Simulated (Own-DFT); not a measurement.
Hf36O71 (tetragonal hafnia with one neutral oxygen vacancy, atoms displaced) (calculated)

A calculation, not a measurement: plane-wave PBE and HSE06 DFT by an unreviewed code, no spin, of a simulated cell at Gamma alone, so results move with cell size and shape, stress positive in tension, energies less offsets, not probed for a lower state with spin; hafnium file: forces about 75 meV/angstrom off all-electron values; oxygen file: force components 24 meV/angstrom off all-electron in a glass; k mesh not checked against a denser one; forces and stress are PBE's, HSE06 gives the energy alone, and its difference from PBE has offsets of its own; offsets are fitted by least squares, one for each functional and potential file, so energies compare only between cells with the same atoms and settings and are not formation energies; the far tail of each file's local potential was reset to the Coulomb form; each entry is a single point on an unrelaxed cell, so the pressure reflects the starting lattice, taken from the Materials Project, from which strain is counted, and rises with the displacements; printed positions are rounded, which can move forces by about a meV/angstrom; the program is a retired in-house code; no spin-orbit coupling. Program: Own-DFT development build.

Settings shared by all entries: first functional PBE; second functional HSE06; exact exchange share 0.25; screening 0.11 1/bohr; exchange divergence Gygi-Baldereschi; potential files PseudoDojo norm-conserving, scalar-relativistic, made for PBE, standard set; wave cutoff 48 hartree; occupations fixed; k mesh 1 x 1 x 1 centred on Gamma.

(1) 
```xyz
107
Lattice="10.7800 0.0000 0.0000 0.0000 10.7800 0.0000 0.0000 0.0000 10.4493" Properties=species:S:1:pos:R:3:force_x:R:1:force_y:R:1:force_z:R:1 formula=Hf36O71 PBE_energy_of_cell_above_offsets=-83.674 HSE06_less_PBE_above_offsets=0.776 PBE_pressure=6.44 PBE_stress_xx=-6.79 PBE_stress_yy=-7.13 PBE_stress_zz=-5.41 PBE_stress_yz=-2.98 PBE_stress_xz=-1.48 PBE_stress_xy=-0.63
Hf    10.7563     0.0559    10.3449     -0.332      0.042      3.401
Hf     1.7749     1.8050     2.6732      1.656      0.732     -1.409
O     10.7694     1.8599     1.6058      0.851     -0.144     -1.141
O      1.8319     0.1242     3.6061     -1.237     -1.028       1.23
O     10.7044     1.8976     4.2639      0.912     -0.703     -0.526
O      1.8504    10.7307     1.0431     -3.152      0.983     -0.295
Hf     0.1260     0.0582     5.2077     -2.461     -1.382     -1.094
Hf     1.8123     1.8996     8.0208       1.15     -0.797     -3.195
O      0.0370     1.8293     6.7520     -0.169     -0.721      1.519
O      1.8206    10.7789     9.0011     -2.553      0.465     -1.881
O     10.6996     1.9476     9.3705      0.025     -3.026      -1.28
O      1.8993    10.7709     6.1888      -5.41       0.29      3.767
Hf     0.0253     3.5604    10.3422     -0.763      3.556      4.216
Hf     1.8501     5.3149     2.6369      0.136      2.552     -0.923
O      0.0591     5.5283     1.5975     -0.869     -0.786     -0.153
O      1.8423     3.6610     3.5927     -1.479     -1.297      0.828
O      0.0609     5.5229     4.1456      0.147     -4.549     -1.799
O      1.8253     3.7229     0.9896     -0.997     -0.626     -0.439
Hf    10.7597     3.6994     5.1748     -0.751     -1.419      0.469
Hf     1.5943     5.4312     7.9287      2.589     -0.163     -3.088
O     10.7222     5.4419     6.8225     -1.824     -0.275     -0.483
O      1.7717     3.6327     8.8413      -0.36     -0.149      1.125
O      0.0720     5.5774     9.4136     -0.868     -3.351     -0.158
O      1.7466     3.5380     6.1529     -0.009      -0.24      0.599
Hf    10.7413     7.1833     0.0216     -1.099       0.87      1.795
Hf     1.7316     8.9893     2.5181      3.978      0.162      4.304
O      0.0974     9.0355     1.6212     -4.496      0.565     -2.892
O      1.8685     7.2795     3.5782      -0.62      -2.79      0.254
O     10.7633     8.9190     4.2447      0.111      0.621     -0.068
O      1.6329     7.2179     1.0909       2.83      0.037      -1.75
Hf    10.7775     7.0241     5.1548      0.968      6.714      2.842
Hf     1.6489     9.0527     7.8683      3.902     -2.387     -1.468
O      0.1130     9.0789     6.7739     -1.878      0.522      0.856
O      1.8640     7.1239     8.7426     -0.402       3.45      2.351
O     10.5964     9.0839     9.4278      2.209     -1.452      0.029
O      1.7458     7.2316     6.2663     -0.202     -0.665     -0.297
Hf     3.3872    10.7278    10.3090       5.04     -1.695       4.05
Hf     5.3756     1.8781     2.5418      1.074     -1.092      1.209
O      3.6857     1.6840     1.5084     -2.838       0.56      0.737
O      5.3226    10.7225     3.6500      0.427      1.046      0.212
O      3.5127     2.0005     4.1829     -0.288     -3.587     -0.594
O      5.5412     0.0394     1.0110     -0.495     -1.145     -0.137
Hf     3.4835     0.0146     5.3581      7.084     -2.094     -4.404
Hf     5.3262     1.9258     7.8338      2.238     -4.933          0
O      3.6251     1.7096     6.8671     -1.847      1.637     -0.361
O      5.4265    10.7748     8.8481      0.235     -0.379     -0.493
O      3.5901     1.6140     9.4587     -0.967      4.519     -2.044
O      5.4558     0.0188     6.2907     -0.751     -0.249     -0.581
Hf     3.6725     3.6760     0.0988     -0.627     -0.941     -1.591
Hf     5.3172     5.5223     2.6336      2.819     -4.809     -1.357
O      3.6675     5.2303     1.5593     -2.532      1.758      -1.07
O      5.4076     3.5653     3.6987     -0.506      0.765     -0.757
O      3.5988     5.3653     4.0761     -0.065     -0.064      1.155
O      5.2557     3.5300     1.0701      3.429      0.036      0.206
Hf     3.6542     3.5250     5.2486     -0.666      2.779     -0.498
Hf     5.4549     5.4948     7.7822     -5.202     -0.102      1.621
O      3.4044     5.3095     6.8148      1.956      0.264     -0.185
O      5.4388     3.4165     8.9778     -0.402      4.253      0.006
O      3.6886     5.4303     9.2884     -0.313     -0.542      2.093
O      5.5108     3.7115     6.0807     -6.687     -0.192      5.463
Hf     3.4664     7.1206     0.0901      1.621      1.015     -0.574
Hf     5.5404     9.0409     2.7022     -1.831      0.035     -0.608
O      3.5314     9.0460     1.7354      1.964     -0.998     -1.664
O      5.5063     7.0383     3.5759     -0.271      5.514      3.047
O      3.4116     9.0122     4.2851      0.954     -0.484      0.422
O      5.3680     7.1003     1.1280     -0.147      0.776     -2.072
Hf     3.6059     7.0262     5.3200     -2.962      2.676     -1.774
Hf     5.4386     8.9828     7.8677     -1.454      1.907     -1.213
O      3.6462     9.0020     6.6708     -0.395      0.154      2.987
O      5.4208     7.1667     8.8801      0.994      0.479       -0.1
O      3.6156     8.9178     9.4313     -0.507     -0.949      0.158
O      5.3102     7.1080     6.2254      2.217     -0.968      1.361
Hf     7.2655     0.0096    10.4163     -3.399      0.413      0.923
Hf     8.9769     1.7872     2.6014     -1.897      0.268      1.827
O      7.1696     1.8703     1.6036       0.91      0.469     -0.541
O      8.9951    10.7654     3.7452       0.93      0.603     -1.216
O      7.1711     1.8090     4.2206       0.48     -0.333      0.744
O      8.9134     0.0678     1.0532      2.887     -0.129      0.146
Hf     7.1974    10.7351     5.2545     -0.271      1.115     -1.075
Hf     9.0508     1.8658     7.7942     -2.689     -0.066     -1.338
O      7.0977     1.8398     6.9023      2.095     -0.005      0.311
O      9.0232    10.7311     8.9503      0.316      3.729      0.303
O      7.1914     1.7701     9.4372      1.746      0.522     -0.256
O      8.9753    10.6485     6.3927      0.681      1.375     -0.458
Hf     7.2725     3.5552    10.3629     -1.505     -0.209      2.715
Hf     9.0498     5.5384     2.6688     -1.753     -3.139     -1.638
O      7.2927     5.3515     1.6296     -1.252      0.367     -0.118
O      9.0172     3.6231     3.5819      1.118      0.795      0.301
O      7.1442     5.2871     4.1470      0.742      3.355      0.269
O      8.9165     3.6295     1.0015      2.742     -0.561     -1.921
Hf     7.0929     3.8398     5.3003      5.453     -5.715     -4.232
Hf     8.8379     5.4184     7.9497      1.995     -0.138     -0.159
O      7.1415     5.4456     6.8693      2.164      0.394     -0.747
O      7.1990     5.4937     9.5291      0.666     -2.341     -2.595
O      8.8650     3.6398     6.3400      2.031      0.218      0.816
Hf     7.1988     7.2211    10.3992     -1.082     -0.082      3.453
Hf     9.0019     8.9425     2.5081      1.145       1.09      3.939
O      7.3228     9.0348     1.6672      -2.38     -0.555     -2.207
O      8.8369     7.1081     3.8033      1.297      0.708     -0.385
O      7.3596     8.9392     4.0917     -1.604      0.152       1.49
O      8.9780     7.1569     1.2393      0.736      1.082     -2.265
Hf     7.3585     7.1250     5.3332     -4.395       1.82     -3.675
Hf     9.0577     9.1405     7.9016     -1.289     -2.193     -2.848
O      7.1765     8.9346     6.7669     -0.418      -0.27      1.001
O      9.0493     7.2656     8.8619     -0.407     -1.432      0.292
O      7.3006     8.9367     9.4862     -0.248      1.089     -1.103
O      8.9058     7.3697     6.2362      4.629     -0.965      2.359
```

Units: PBE_energy_of_cell_above_offsets, HSE06_less_PBE_above_offsets in eV; PBE_pressure, PBE_stress_xx, PBE_stress_yy, PBE_stress_zz, PBE_stress_yz, PBE_stress_xz, PBE_stress_xy in GPa; force_x, force_y, force_z in eV/Å.

(2) 
```xyz
107
Lattice="10.7800 0.0000 0.0000 0.0000 10.7800 0.0000 0.0000 0.0000 10.4493" Properties=species:S:1:pos:R:3:force_x:R:1:force_y:R:1:force_z:R:1 formula=Hf36O71 PBE_energy_of_cell_above_offsets=-96.479 HSE06_less_PBE_above_offsets=0.089 PBE_pressure=2.47 PBE_stress_xx=-2.25 PBE_stress_yy=-2.19 PBE_stress_zz=-2.97 PBE_stress_yz=-0.98 PBE_stress_xz=-1.44 PBE_stress_xy=0
Hf    10.7533    10.7087    10.4310      0.897      0.167      0.325
Hf     1.7674     1.7830     2.6079      0.675     -0.068      0.406
O     10.7509     1.9179     1.5652      0.095     -0.843      0.241
O      1.8066     0.0222     3.7958       0.32      0.596     -2.573
O     10.7510     1.7924     4.2014      0.411      0.361     -0.176
O      1.8834     0.0428     0.9842     -1.562      0.269      0.416
Hf     0.0633    10.7369     5.1265     -0.204      0.476      1.477
Hf     1.6881     1.8380     7.8746      0.816     -0.866     -1.649
O     10.6965     1.7882     6.8198      0.935      0.952      -0.46
O      1.8820    10.7410     8.7612     -0.422      1.876      1.867
O     10.7426     1.7780     9.3754      0.636     -0.714       0.66
O      1.7397    10.7705     6.2361      1.226     -0.351       0.28
Hf     0.0003     3.5666     0.0129     -0.212     -0.227      0.787
Hf     1.7978     5.3471     2.6763      -0.23      1.275     -1.848
O      0.0185     5.3677     1.6004     -0.863     -0.227      0.055
O      1.8753     3.5580     3.5851     -0.609      -0.14      0.666
O      0.0254     5.3512     4.0890      -0.13      0.437      2.183
O      1.7493     3.6609     0.9710      1.053     -0.326      0.054
Hf    10.7572     3.5125     5.2666      0.498      0.326     -1.039
Hf     1.6917     5.4245     7.8452      4.084     -0.361      1.482
O      0.0691     5.4265     6.8379     -3.192      0.095     -1.273
O      1.7920     3.5452     8.7966     -0.424      1.184      1.049
O      0.0223     5.3384     9.4672     -0.489      0.369     -1.504
O      1.8340     3.7017     6.2962     -1.999     -0.752     -1.098
Hf    10.7246     7.1410    10.4005      1.982     -0.802       2.08
Hf     1.7892     9.0241     2.4849     -0.749     -1.036      1.745
O      0.0483     9.0390     1.5713     -1.381      0.654     -0.147
O      1.7808     7.2221     3.5612      0.257       0.09      0.717
O      0.0768     9.0635     4.1188     -0.914     -2.387      0.722
O      1.7316     7.1965     0.9877       0.73        0.1     -0.146
Hf     0.0220     7.1410     5.2811      0.652      0.593     -2.237
Hf     1.7565     9.0648     7.8565      0.458     -2.231     -0.394
O      0.0287     9.0366     6.8626     -1.119     -1.187     -0.157
O      1.8576     7.1695     8.8564     -0.729      0.496     -0.708
O      0.0081     8.8915     9.5055     -0.195      2.022      -1.46
O      1.7887     7.1363     6.2569      0.384      0.254     -0.206
Hf     3.6113     0.0522    10.4103      0.304     -0.939     -0.224
Hf     5.3886     1.8082     2.5717     -1.824      1.058      1.511
O      3.5911     1.9204     1.6163     -0.476     -0.932     -0.206
O      5.3504    10.7405     3.6368      0.356      0.919      0.234
O      3.5976     1.9176     4.1607      0.358     -2.603      0.301
O      5.3604    10.7594     1.0286      0.986      0.064      0.021
Hf     3.6753    10.7474     5.2177     -1.178      2.014      0.208
Hf     5.3957     1.8113     7.8914     -0.915      0.561     -1.347
O      3.4759     1.8363     6.7714      1.782      -0.65      0.988
O      5.3351    10.7016     8.9115      0.598      1.007     -1.236
O      3.5830     1.8431     9.4748      0.363     -1.278     -1.163
Hf     3.5917     3.5724    10.4100     -0.395      2.312      0.925
Hf     5.3663     5.4441     2.6178       0.41     -1.205     -0.251
O      3.6605     5.4260     1.5444     -1.597      -0.23      1.041
O      5.3946     3.5895     3.6612      0.281      0.389       -0.8
O      3.5262     5.3826     4.2199      0.369      1.382      -0.06
O      5.3096     3.5893     1.0132      1.929     -0.335     -0.206
Hf     3.5469     3.6233     5.1824      1.184     -0.732      1.353
Hf     5.3720     5.3716     7.7922     -0.443     -1.189      0.843
O      3.5839     5.2893     6.8732     -0.022      1.201     -0.774
O      5.4388     3.6208     8.8245     -0.093     -0.966      0.307
O      3.6478     5.3678     9.4142     -0.067      0.237      0.481
O      5.4897     3.6167     6.2512     -1.577     -0.075     -0.141
Hf     3.6816     7.2095     0.0870      -3.69     -1.509     -1.821
Hf     5.3423     8.9880     2.5811     -0.339     -0.004      0.039
O      3.5415     8.9281     1.5343      1.469       0.31      0.389
O      5.3524     7.2414     3.5941      0.044     -0.282      0.742
O      3.6122     9.0688     4.1842      0.077     -1.728      0.408
O      5.3009     7.1141     1.0901      3.265      1.132     -0.022
Hf     3.5954     7.2020     5.2861     -1.826     -0.172     -2.247
Hf     5.3014     8.9298     7.8089      1.286      0.514       1.63
O      3.6193     9.0009     6.8537     -1.106      0.143      -1.14
O      5.4512     7.1225     8.8295     -0.313      1.685      0.001
O      3.5686     8.9727     9.4785      0.659       0.25     -0.613
O      5.3522     7.1974     6.1294      0.473      0.287      1.856
Hf     7.2273     0.0002    10.4379     -0.687     -0.414      0.184
Hf     8.9271     1.8153     2.5687      1.135      0.997       0.76
O      7.1235     1.8451     1.6007      1.202     -0.637     -0.818
O      9.0518     0.0345     3.5703     -0.856      0.088      0.627
O      7.1596     1.7887     4.2607      0.308     -1.136     -0.863
O      9.0512    10.7497     1.0200     -1.715      0.483     -0.269
Hf     7.1849    10.7192     5.2112      0.171      1.506      1.224
Hf     8.9615     1.7320     7.8224     -0.236      0.838     -0.937
O      7.1354     1.8281     6.7930      0.358     -1.197      0.821
O      9.0209     0.0478     8.8343      -0.61     -1.984      1.442
O      7.1676     1.8420     9.4356     -0.115     -2.134     -0.327
O      9.0429    10.6969     6.3324     -1.247      0.447     -1.428
Hf     7.2150     3.5323     0.0008     -1.359      2.702       0.47
Hf     8.9420     5.4128     2.6444      0.687     -0.213     -0.742
O      7.1638     5.4085     1.5583      0.038      0.208      0.184
O      9.0215     3.5687     3.6483     -0.394      0.015     -0.499
O      7.1743     5.3833     4.1111      0.037      0.752       1.21
O      8.9364     3.5914     1.0564      0.172     -0.171     -0.381
Hf     7.1926     3.5941     5.1754     -1.139      0.357     -0.079
Hf     9.0590     5.3612     7.8646      -1.95     -0.655     -0.192
O      7.1537     5.4203     6.8281      1.721      0.709     -0.352
O      9.0251     3.5396     8.8742     -0.464      0.897     -0.486
O      7.1323     5.4354     9.4381      0.955     -1.456      0.153
O      8.9561     3.5829     6.1582      0.747      0.651      1.387
Hf     7.1748     7.1647    10.4442      0.147     -1.073      0.976
Hf     8.8929     9.0208     2.7036      2.151     -1.144     -1.021
O      7.2272     8.9022     1.6294     -1.314      0.594     -0.461
O      8.8699     7.2028     3.6339      0.532      0.259      0.321
O      7.1748     9.0020     4.1775      0.208     -0.011      0.515
O      9.0557     7.1761     1.0281     -1.443      0.006     -0.117
Hf     7.1433     7.2268     5.2865      1.465      -1.56     -1.804
Hf     8.9200     8.9348     7.8611      2.243      1.199     -0.178
O      7.2705     9.0065     6.8677     -2.692      -0.49     -1.041
O      8.9327     7.1476     8.8425      0.368     -0.161     -0.012
O      7.1664     8.9606     9.4998      0.665      0.955     -0.429
O      9.0005     7.1765     6.1765     -0.114      0.077      1.005
```

Units: PBE_energy_of_cell_above_offsets, HSE06_less_PBE_above_offsets in eV; PBE_pressure, PBE_stress_xx, PBE_stress_yy, PBE_stress_zz, PBE_stress_yz, PBE_stress_xz, PBE_stress_xy in GPa; force_x, force_y, force_z in eV/Å.
